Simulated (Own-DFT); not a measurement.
Simulation results for Si3N4 (beta silicon nitride, atoms displaced), GaN (wurtzite, strained, atoms displaced)

A calculation, not a measurement: plane-wave PBE density functional theory by an unreviewed code, no spin, of a simulated periodic cell, stress positive in tension, free energy of the whole cell less one offset for each atom, forces on such cells passed a denser k mesh, this cell's mesh not checked; offsets are fitted by least squares, one for each functional and potential file, so energies compare only between cells with the same atoms and settings and are not formation energies; the far tail of each file's local potential was reset to the Coulomb form; each entry is a single point on an unrelaxed cell, so the pressure reflects the starting lattice, mostly measured values (interpolated for alloys), from which strain is counted, and rises with the displacements; printed positions are rounded, which can move forces by about a meV/angstrom; the program, named Own-DFT, is a retired in-house code; no spin-orbit coupling. Program: Own-DFT development build.

Common to all runs: functional PBE.

(1) Si3N4 (beta silicon nitride, atoms displaced)

```
cell vectors (Å)
   7.6060     0.0000     0.0000
  -3.8030     6.5870     0.0000
   0.0000     0.0000     8.7270
atoms (fractions of the cell vectors)
Si  0.18043  0.77738  0.08814
Si  0.22609  0.41064  0.07675
Si  0.59588  0.82098  0.08358
Si  0.83281  0.24296  0.26607
Si  0.78270  0.60290  0.23624
Si  0.39901  0.17073  0.25020
N   0.33591  0.04097  0.08523
N   0.97471  0.30738  0.08919
N   0.68866  0.67348  0.09461
N   0.67089  0.98341  0.26001
N   0.04246  0.70512  0.25235
N   0.31097  0.32878  0.25688
N   0.32502  0.66692  0.08808
N   0.65840  0.32084  0.25137
Si  0.16649  0.77528  0.41462
Si  0.23657  0.39740  0.41617
Si  0.60349  0.83856  0.41294
Si  0.81200  0.21931  0.58774
Si  0.78192  0.60551  0.58851
Si  0.40497  0.16895  0.58338
N   0.31124  0.03135  0.41843
N   0.96620  0.31385  0.42558
N   0.69650  0.66657  0.41485
N   0.66697  0.97354  0.59497
N   0.03702  0.70431  0.57182
N   0.31025  0.33815  0.58432
N   0.32494  0.66370  0.42037
N   0.65906  0.31211  0.57774
Si  0.16972  0.75288  0.74253
Si  0.25021  0.41441  0.74841
Si  0.59470  0.82554  0.74258
Si  0.81427  0.22541  0.91403
Si  0.76333  0.58420  0.91144
Si  0.40815  0.17333  0.92103
N   0.32875  0.03032  0.73321
N   0.96374  0.29271  0.75572
N   0.71306  0.68397  0.75590
N   0.65908  0.95705  0.91639
N   0.03549  0.70610  0.91680
N   0.30764  0.33678  0.92955
N   0.32832  0.66387  0.74877
N   0.67587  0.33291  0.92561
```

* potential files: PseudoDojo norm-conserving, scalar-relativistic, standard set
* wave cutoff: 42 hartree
* occupations: Fermi-Dirac
* smearing width: 0.1 eV
* k mesh: 3 x 3 x 3 centred on Gamma
* free energy of cell above offsets: -1.821 eV
* pressure: 9.22 GPa
* stress xx: -9.79 GPa
* stress yy: -7.98 GPa
* stress zz: -9.88 GPa
* stress yz: 4.18 GPa
* stress xz: 0.2 GPa
* stress xy: 3.43 GPa

Force:
| element | x (eV/Å) | y (eV/Å) | z (eV/Å) |
| --- | --- | --- | --- |
| Si | 0.05 | -0.102 | -1.767 |
| Si | 0.599 | 0.158 | 4.049 |
| Si | -4.229 | 2.611 | 1.422 |
| Si | -0.816 | -0.491 | -3.439 |
| Si | -0.972 | -2.799 | 4.69 |
| Si | 1.711 | 0.647 | 1.545 |
| N | -0.229 | -2.638 | -0.627 |
| N | -2.087 | -1.617 | -0.432 |
| N | 3.946 | -2.309 | -3.424 |
| N | 0.528 | -0.798 | -2.837 |
| N | -2.874 | -0.886 | -2.509 |
| N | -3.157 | 1.488 | -2.219 |
| N | 2.25 | 0.958 | -0.374 |
| N | 0.479 | 3.337 | -0.409 |
| Si | 4.624 | -0.016 | -0.233 |
| Si | -2.168 | 2.53 | 0.521 |
| Si | -1.362 | -3.649 | 2.259 |
| Si | 2.92 | 3.123 | 0.518 |
| Si | -1.504 | -2.397 | -2.828 |
| Si | -0.872 | 1.982 | -2.704 |
| N | 0.549 | 0.052 | -0.827 |
| N | 2.531 | -0.267 | 1.293 |
| N | 1.124 | 0.701 | 0.485 |
| N | 0.392 | -2.139 | -3.723 |
| N | -2.208 | -1.425 | 4.042 |
| N | 0.69 | -0.671 | 0.477 |
| N | 1.278 | 1.252 | -0.346 |
| N | -1.54 | 4.526 | 0.88 |
| Si | -1.234 | 2.713 | 0.84 |
| Si | -2.437 | -2.25 | 1.192 |
| Si | -1.122 | -1.073 | 3.287 |
| Si | 4.19 | -1.114 | 2.113 |
| Si | 0.8 | 2.278 | 2.503 |
| Si | -0.295 | 0.062 | -2.229 |
| N | -0.207 | -2.614 | 6.179 |
| N | 1.513 | 0.958 | -1.091 |
| N | 0.251 | -1.221 | -1.496 |
| N | -0.073 | 1.517 | -0.099 |
| N | -1.063 | -0.459 | -0.087 |
| N | 1.437 | -0.453 | -4.018 |
| N | 2.453 | 0.332 | 0.097 |
| N | -3.865 | 0.162 | -0.675 |

(2) GaN (wurtzite, strained, atoms displaced)

```
cell vectors (Å)
  12.7560     0.0000     0.0000
  -4.7835     8.2853     0.0000
   0.0000     0.0000    10.3959
atoms (fractions of the cell vectors)
Ga  0.07186  0.21405  0.99854
Ga  0.17055  0.10826  0.24041
N   0.08750  0.23026  0.19041
N   0.16118  0.10680  0.43492
Ga  0.08220  0.22588  0.50284
Ga  0.17077  0.12263  0.74758
N   0.08953  0.22985  0.69010
N   0.17105  0.10464  0.93606
Ga  0.07690  0.55464  0.99672
Ga  0.16166  0.44750  0.24772
N   0.08623  0.55894  0.18174
N   0.17203  0.44689  0.43928
Ga  0.08781  0.56073  0.49942
Ga  0.16653  0.44120  0.75114
N   0.08234  0.55697  0.68646
N   0.16599  0.44981  0.93925
Ga  0.07970  0.88792  0.00526
Ga  0.16906  0.78222  0.25433
N   0.09274  0.89910  0.18449
N   0.17237  0.77201  0.43997
Ga  0.08176  0.88410  0.50199
Ga  0.17052  0.78216  0.75320
N   0.08175  0.88880  0.69323
N   0.17046  0.77771  0.92752
Ga  0.34137  0.21885  0.00190
Ga  0.41404  0.10922  0.24383
N   0.33223  0.22187  0.18502
N   0.40773  0.11009  0.43640
Ga  0.33385  0.22560  0.50744
Ga  0.41903  0.11448  0.74481
N   0.33713  0.21776  0.69614
N   0.41770  0.10709  0.93625
Ga  0.34014  0.55423  0.00368
Ga  0.41385  0.43879  0.25159
N   0.32857  0.55428  0.18346
N   0.41386  0.44627  0.44128
Ga  0.33426  0.56551  0.50514
Ga  0.41754  0.44672  0.75624
N   0.32858  0.55095  0.69152
N   0.41199  0.43613  0.94411
Ga  0.32621  0.87996  0.01055
Ga  0.41187  0.78105  0.24876
N   0.33564  0.89206  0.18578
N   0.41419  0.76884  0.43205
Ga  0.33590  0.89300  0.49253
Ga  0.41765  0.77992  0.76035
N   0.33497  0.89088  0.69226
N   0.41666  0.77578  0.93756
Ga  0.58085  0.21900  0.00252
Ga  0.65984  0.10094  0.25051
N   0.58992  0.22086  0.18464
N   0.67156  0.11010  0.43862
Ga  0.58564  0.22518  0.49889
Ga  0.66484  0.11361  0.74579
N   0.58117  0.21841  0.69245
N   0.66804  0.11934  0.93054
Ga  0.58685  0.56128  0.99571
Ga  0.66260  0.44056  0.25056
N   0.57796  0.56302  0.18922
N   0.66205  0.44583  0.44032
Ga  0.58414  0.54622  0.50374
Ga  0.67136  0.44912  0.74814
N   0.58731  0.55712  0.69446
N   0.66766  0.44358  0.93817
Ga  0.58254  0.88404  0.99765
Ga  0.66939  0.78434  0.24816
N   0.58397  0.89235  0.18737
N   0.66127  0.78021  0.44115
Ga  0.58817  0.89452  0.49984
Ga  0.67239  0.78599  0.75787
N   0.58831  0.88993  0.68046
N   0.67129  0.78721  0.93239
Ga  0.82982  0.22187  0.00500
Ga  0.92100  0.11232  0.25051
N   0.83625  0.22410  0.19276
N   0.91630  0.11497  0.43866
Ga  0.83224  0.22110  0.49782
Ga  0.91327  0.11405  0.75803
N   0.82888  0.22826  0.68193
N   0.91518  0.11146  0.93688
Ga  0.83571  0.55532  0.99346
Ga  0.91346  0.43478  0.24319
N   0.82935  0.54856  0.18953
N   0.91632  0.45565  0.44152
Ga  0.83844  0.55431  0.49853
Ga  0.91375  0.44465  0.74492
N   0.83077  0.55700  0.67834
N   0.91525  0.44532  0.93083
Ga  0.83829  0.88785  0.00720
Ga  0.91574  0.78406  0.25316
N   0.83071  0.88347  0.18587
N   0.92150  0.78533  0.44563
Ga  0.83204  0.87994  0.49865
Ga  0.91732  0.77937  0.75493
N   0.82819  0.88748  0.68680
N   0.91394  0.77710  0.92834
```

- potential files: PseudoDojo norm-conserving, scalar-relativistic, standard set with the stringent files for Ga
- wave cutoff: 96 hartree
- occupations: Gaussian
- smearing width: 0.01 eV
- k mesh: 3 x 4 x 3 centred on Gamma
- free energy of cell above offsets: -5.452 eV
- pressure: 6.26 GPa
- stress xx: -5.96 GPa
- stress yy: -5.43 GPa
- stress zz: -7.38 GPa
- stress yz: -0.28 GPa
- stress xz: 0.23 GPa
- stress xy: 0.63 GPa

Force:
| element | x (eV/Å) | y (eV/Å) | z (eV/Å) |
| --- | --- | --- | --- |
| Ga | 2.788 | 1.99 | 0.286 |
| Ga | -1.35 | 1.882 | 1.919 |
| N | -0.155 | -1.573 | -0.789 |
| N | 0.693 | 0.26 | 0.3 |
| Ga | 0.563 | -0.295 | -0.622 |
| Ga | 0.472 | -1.741 | 0.768 |
| N | -1.377 | -1.303 | -0.256 |
| N | -1.259 | 0.743 | 0.648 |
| Ga | 1.33 | 0.466 | -0.657 |
| Ga | 1.419 | 0.166 | 0.538 |
| N | -1.418 | 0.489 | 0.742 |
| N | -1.169 | -0.135 | -0.432 |
| Ga | -0.094 | -1.511 | 0.573 |
| Ga | -1.041 | 1.34 | 0.72 |
| N | 0.202 | -0.045 | 0.241 |
| N | 0.411 | -0.99 | 0.102 |
| Ga | 1.11 | -0.036 | -2.386 |
| Ga | -0.155 | -0.89 | -0.387 |
| N | -1.049 | -2.372 | 0.759 |
| N | -1.51 | 1.283 | -0.785 |
| Ga | 1.053 | 1.165 | 0.727 |
| Ga | -0.369 | -0.283 | -1.994 |
| N | 0.305 | 0.466 | -0.767 |
| N | -1.088 | -0.231 | 3.4 |
| Ga | -1.355 | -0.433 | -0.869 |
| Ga | 0.481 | 1.06 | 0.908 |
| N | 1.043 | 0.149 | 0.303 |
| N | 1.671 | 0.592 | -0.538 |
| Ga | -1.089 | -0.124 | -0.678 |
| Ga | 0.509 | -1.365 | 1.348 |
| N | -1.407 | 1.516 | -1.078 |
| N | 0.271 | -0.475 | 0.558 |
| Ga | -1.92 | -0.318 | -0.622 |
| Ga | -0.895 | 1.075 | 0.377 |
| N | 0.524 | 0.369 | 1.353 |
| N | 0.557 | -0.22 | 0.111 |
| Ga | 0.682 | -1.477 | 0.04 |
| Ga | 0.224 | -0.122 | -0.548 |
| N | 1.079 | 0.999 | 0.133 |
| N | 1.208 | 0.941 | -0.704 |
| Ga | 0.51 | 0.565 | -3.137 |
| Ga | 1.628 | -1.489 | -0.077 |
| N | -0.801 | -0.168 | 1.343 |
| N | -0.07 | 2.497 | 0.393 |
| Ga | 0.821 | -0.535 | 1.708 |
| Ga | 0.072 | -0.024 | -2.426 |
| N | 0.467 | -0.139 | -1.232 |
| N | 0.135 | 0.095 | 1.679 |
| Ga | 0.279 | 0.264 | -1.255 |
| Ga | 0.965 | 1.424 | 0.449 |
| N | -1.579 | -0.005 | 1.005 |
| N | -1.769 | 0.52 | -0.706 |
| Ga | -0.365 | -0.812 | 0.329 |
| Ga | 0.544 | -0.686 | 0.046 |
| N | 0.077 | 1.298 | -1.477 |
| N | 0.498 | -1.092 | 1.233 |
| Ga | -0.135 | -0.553 | 0.464 |
| Ga | -0.295 | 0.696 | -0.287 |
| N | 1.362 | -0.664 | -0.535 |
| N | 2.083 | -0.677 | -0.952 |
| Ga | -2.467 | 1.831 | 0.496 |
| Ga | -0.375 | -0.806 | 0.384 |
| N | -0.843 | 0.111 | -0.235 |
| N | -0.269 | 0.283 | 0.025 |
| Ga | -0.495 | 1.384 | 0.041 |
| Ga | -1.094 | -0.987 | 1.211 |
| N | -0.167 | -1.029 | -0.621 |
| N | 2.096 | -0.98 | -1.054 |
| Ga | -1.036 | -0.973 | -0.089 |
| Ga | -0.738 | -0.752 | -2.688 |
| N | -0.998 | -0.126 | 1.89 |
| N | 0.407 | -0.609 | 2.56 |
| Ga | -0.179 | 0.144 | -0.791 |
| Ga | -0.063 | 0.222 | 0.497 |
| N | -0.28 | -1.948 | -0.86 |
| N | 0.378 | -0.726 | -0.167 |
| Ga | 0.584 | 1.047 | 0.043 |
| Ga | 0.178 | -0.132 | -2.515 |
| N | 1.128 | -0.676 | 0.815 |
| N | -1.035 | -0.789 | 1.158 |
| Ga | -0.834 | -0.181 | 0.949 |
| Ga | -0.062 | 2.457 | 1.514 |
| N | 0.182 | 1.283 | -0.45 |
| N | 2.546 | -1.998 | -1.787 |
| Ga | -2.36 | 1.127 | -0.131 |
| Ga | 0.399 | 0.581 | -0.483 |
| N | 0.49 | 0.389 | 1.687 |
| N | -0.012 | -0.582 | 0.699 |
| Ga | -0.898 | 0.021 | -1.971 |
| Ga | 1.397 | -1.312 | 0.29 |
| N | 0.421 | 1.147 | 0.766 |
| N | -0.281 | -1.467 | -1.83 |
| Ga | -1.572 | 1.364 | 0.77 |
| Ga | -0.299 | 0.173 | -2.995 |
| N | 1.447 | 0.974 | 0.297 |
| N | 0.38 | 0.01 | 3.264 |

(3) GaN (wurtzite, strained, atoms displaced)

```
cell vectors (Å)
  12.7560     0.0000     0.0000
  -4.7835     8.2853     0.0000
   0.0000     0.0000    10.3959
atoms (fractions of the cell vectors)
Ga  0.08217  0.22407  0.00053
Ga  0.16299  0.10503  0.25075
N   0.07660  0.21555  0.18984
N   0.16266  0.09732  0.44368
Ga  0.08025  0.22547  0.49772
Ga  0.17091  0.11850  0.74069
N   0.08519  0.22017  0.68531
N   0.16639  0.10585  0.93253
Ga  0.07531  0.55763  0.98851
Ga  0.15689  0.44482  0.25870
N   0.07995  0.55926  0.18920
N   0.16485  0.44217  0.43724
Ga  0.08049  0.55788  0.49778
Ga  0.16368  0.43716  0.74492
N   0.08257  0.54841  0.69815
N   0.16439  0.44603  0.94952
Ga  0.08669  0.89813  0.00238
Ga  0.17325  0.77528  0.24576
N   0.07871  0.88419  0.18454
N   0.16350  0.78058  0.44538
Ga  0.08569  0.88171  0.50295
Ga  0.16607  0.77668  0.75695
N   0.08647  0.90296  0.68164
N   0.16556  0.77961  0.94433
Ga  0.33294  0.22559  0.99124
Ga  0.41171  0.11385  0.25480
N   0.33743  0.23174  0.18315
N   0.41898  0.10747  0.43954
Ga  0.33502  0.22474  0.50277
Ga  0.42360  0.11304  0.75129
N   0.33466  0.23398  0.68433
N   0.41054  0.09706  0.95323
Ga  0.32795  0.54915  0.00830
Ga  0.41511  0.45560  0.26110
N   0.32381  0.55116  0.18201
N   0.41401  0.44603  0.43770
Ga  0.32730  0.54946  0.50059
Ga  0.41942  0.44418  0.75957
N   0.33883  0.55442  0.68810
N   0.42084  0.45535  0.93685
Ga  0.32479  0.88457  0.00231
Ga  0.41497  0.77119  0.25268
N   0.33279  0.89416  0.18594
N   0.42516  0.79277  0.44747
Ga  0.33848  0.89040  0.48434
Ga  0.40869  0.77006  0.75060
N   0.34093  0.89620  0.68970
N   0.41844  0.77744  0.93588
Ga  0.58114  0.22062  0.00418
Ga  0.66213  0.10528  0.24907
N   0.58020  0.21685  0.19056
N   0.66311  0.12065  0.43698
Ga  0.58687  0.23019  0.49775
Ga  0.66139  0.11407  0.75093
N   0.57452  0.21076  0.69084
N   0.66506  0.10702  0.93530
Ga  0.58562  0.54914  0.99770
Ga  0.67010  0.44650  0.25794
N   0.58555  0.55591  0.18703
N   0.65711  0.43115  0.44170
Ga  0.57828  0.55608  0.49949
Ga  0.66785  0.44281  0.75192
N   0.57936  0.54735  0.69527
N   0.67035  0.45392  0.94430
Ga  0.58801  0.89668  0.99942
Ga  0.66425  0.78587  0.23994
N   0.58041  0.87971  0.18941
N   0.66595  0.77682  0.44031
Ga  0.58007  0.88433  0.49547
Ga  0.66989  0.78164  0.76172
N   0.58842  0.89618  0.68679
N   0.66844  0.78498  0.94173
Ga  0.83488  0.21999  0.00126
Ga  0.91771  0.10794  0.25549
N   0.83596  0.22697  0.19670
N   0.91539  0.11438  0.43643
Ga  0.83452  0.22315  0.49447
Ga  0.92117  0.11500  0.75480
N   0.83162  0.21690  0.69333
N   0.90890  0.10117  0.94242
Ga  0.83639  0.55165  0.99726
Ga  0.92615  0.45225  0.25259
N   0.83712  0.54523  0.18855
N   0.92150  0.44202  0.43759
Ga  0.84597  0.56470  0.50530
Ga  0.91217  0.43918  0.75051
N   0.83369  0.55111  0.69101
N   0.91201  0.44771  0.93926
Ga  0.83593  0.89162  0.00614
Ga  0.92481  0.77901  0.25033
N   0.82744  0.89636  0.19070
N   0.90939  0.77291  0.43167
Ga  0.83516  0.88821  0.49536
Ga  0.92011  0.77819  0.75317
N   0.83653  0.88866  0.69303
N   0.91254  0.77257  0.93694
```

- potential files: PseudoDojo norm-conserving, scalar-relativistic, standard set with the stringent files for Ga
- wave cutoff: 96 hartree
- occupations: Gaussian
- smearing width: 0.01 eV
- k mesh: 3 x 4 x 3 centred on Gamma
- stress xx: ?
- stress yy: ?
- stress zz: ?

Q: Give the missing stress xx for GaN (wurtzite, strained, atoms displaced) (entry 3).
A: -7.5 GPa

Q: GaN (wurtzite, strained, atoms displaced) (entry 3): stress yy?
A: -6.97 GPa

Q: What stress zz does the calculation give for GaN (wurtzite, strained, atoms displaced) (entry 3)?
A: -6.08 GPa

Q: Give the table of force values for GaN (wurtzite, strained, atoms displaced) (entry 3).
A: 
Force:
| element | x (eV/Å) | y (eV/Å) | z (eV/Å) |
| --- | --- | --- | --- |
| Ga | 0.051 | -0.674 | 0.235 |
| Ga | 0.596 | 0.963 | 0.095 |
| N | 0.984 | 0.891 | 0.131 |
| N | -0.427 | 1.917 | -0.945 |
| Ga | 0.917 | -1.487 | 0.202 |
| Ga | 0.382 | -0.438 | 0.883 |
| N | -1 | 0.457 | -0.058 |
| N | -0.75 | 1.523 | -0.182 |
| Ga | 1.287 | -0.302 | 1.525 |
| Ga | 0.933 | -0.663 | -2.49 |
| N | 1.649 | 0.237 | -0.911 |
| N | -0.384 | 0.751 | 0.919 |
| Ga | 1.093 | 0.123 | 1.442 |
| Ga | 1.15 | 0.793 | 1.299 |
| N | -0.813 | 0.999 | -1.174 |
| N | -0.436 | -0.412 | -1.774 |
| Ga | -0.738 | -1.352 | -0.687 |
| Ga | -1.658 | 0.458 | 0.665 |
| N | 1.643 | 0.838 | 0.47 |
| N | 2.437 | -1.346 | -1.883 |
| Ga | -2.203 | 0.975 | -0.156 |
| Ga | 0.456 | 1.024 | -1.274 |
| N | 0.583 | -2.243 | 1.624 |
| N | -0.966 | -0.352 | -0.791 |
| Ga | 0.508 | -0.001 | 1.137 |
| Ga | 0.599 | 0.66 | -1.054 |
| N | -1.034 | -0.377 | 0.824 |
| N | -1.191 | 1.283 | -0.134 |
| Ga | 0.024 | -0.865 | -0.748 |
| Ga | -2.77 | -1.193 | 1.171 |
| N | 1.123 | -0.998 | 1.001 |
| N | -0.1 | 2.63 | -2.243 |
| Ga | 0.522 | 1.414 | -2.474 |
| Ga | 0.949 | -0.951 | -2.984 |
| N | 0.18 | 0.345 | 3.475 |
| N | -0.286 | -0.142 | 1.014 |
| Ga | 0.662 | 1.186 | 0.824 |
| Ga | -0.449 | 0.486 | -1.519 |
| N | -1.38 | -0.651 | -0.261 |
| N | -0.23 | -1.272 | 1.311 |
| Ga | 2.263 | -0.769 | -0.215 |
| Ga | -0.487 | 0.659 | -0.498 |
| N | 0.884 | -0.66 | 1.288 |
| N | -1.105 | -3.761 | -2.495 |
| Ga | -1.817 | 0.323 | 2.86 |
| Ga | 1.436 | 1.239 | -0.059 |
| N | -1.585 | -1.126 | -0.651 |
| N | -0.759 | -0.36 | 1.161 |
| Ga | 0.186 | -0.011 | 0.147 |
| Ga | 0.266 | 0.926 | 0.252 |
| N | -0.132 | 0.496 | 0.088 |
| N | 1.934 | -1.318 | -0.013 |
| Ga | -0.51 | -2.561 | 1.374 |
| Ga | 1.444 | -1.165 | -0.411 |
| N | 1.648 | 2.916 | -0.93 |
| N | -0.125 | 1.762 | 0.891 |
| Ga | -1.611 | 1.87 | 1.174 |
| Ga | -0.071 | -0.368 | -1.141 |
| N | -0.5 | 0.068 | 0.601 |
| N | 0.459 | 3.999 | -0.149 |
| Ga | 1.169 | 0.113 | 0.966 |
| Ga | -0.659 | -0.25 | -0.003 |
| N | 0.788 | 1.182 | -0.786 |
| N | 1.178 | -2.156 | -1.308 |
| Ga | -0.962 | -1.543 | -0.143 |
| Ga | 2.115 | -2.35 | 1.771 |
| N | -2.267 | 1.561 | -0.654 |
| N | -0.042 | 0.104 | -0.895 |
| Ga | 2.292 | 2.209 | 1.972 |
| Ga | -0.485 | 0.033 | -1.964 |
| N | -0.291 | -1.219 | 0.202 |
| N | 0.601 | -0.914 | 0.932 |
| Ga | -0.943 | 0.198 | 0.829 |
| Ga | -1.214 | 0.507 | -1.003 |
| N | 0.007 | -0.635 | -0.919 |
| N | 0.664 | -0.585 | 0.897 |
| Ga | -1.249 | -0.712 | 1.129 |
| Ga | -0.584 | -1.1 | -0.456 |
| N | -0.076 | 0.623 | -0.842 |
| N | 1.191 | 1.924 | -0.622 |
| Ga | -1.907 | 1.183 | 1.651 |
| Ga | -1.661 | -1.653 | -0.104 |
| N | -1.389 | 1.462 | 0.094 |
| N | -0.985 | 0.659 | 0.542 |
| Ga | -1.504 | -1.502 | -0.605 |
| Ga | 0.641 | -0.475 | 0.04 |
| N | -0.056 | 0.669 | -0.37 |
| N | 1.645 | -1.829 | -0.97 |
| Ga | -0.253 | -1.399 | -0.274 |
| Ga | -2.344 | -1.387 | -0.711 |
| N | 2.03 | -0.936 | -0.033 |
| N | 1.479 | 0.361 | 0.911 |
| Ga | -1.008 | 0.102 | 1.335 |
| Ga | -0.406 | 0.485 | -0.432 |
| N | -0.008 | 0.078 | -0.798 |
| N | 0.759 | 0.796 | 0.843 |

Further results for GaN (wurtzite, strained, atoms displaced) (entry 3):

* free energy of cell above offsets: -3.740 eV
* pressure: 6.85 GPa
* stress yz: 0.54 GPa
* stress xz: 0.46 GPa
* stress xy: 0.35 GPa
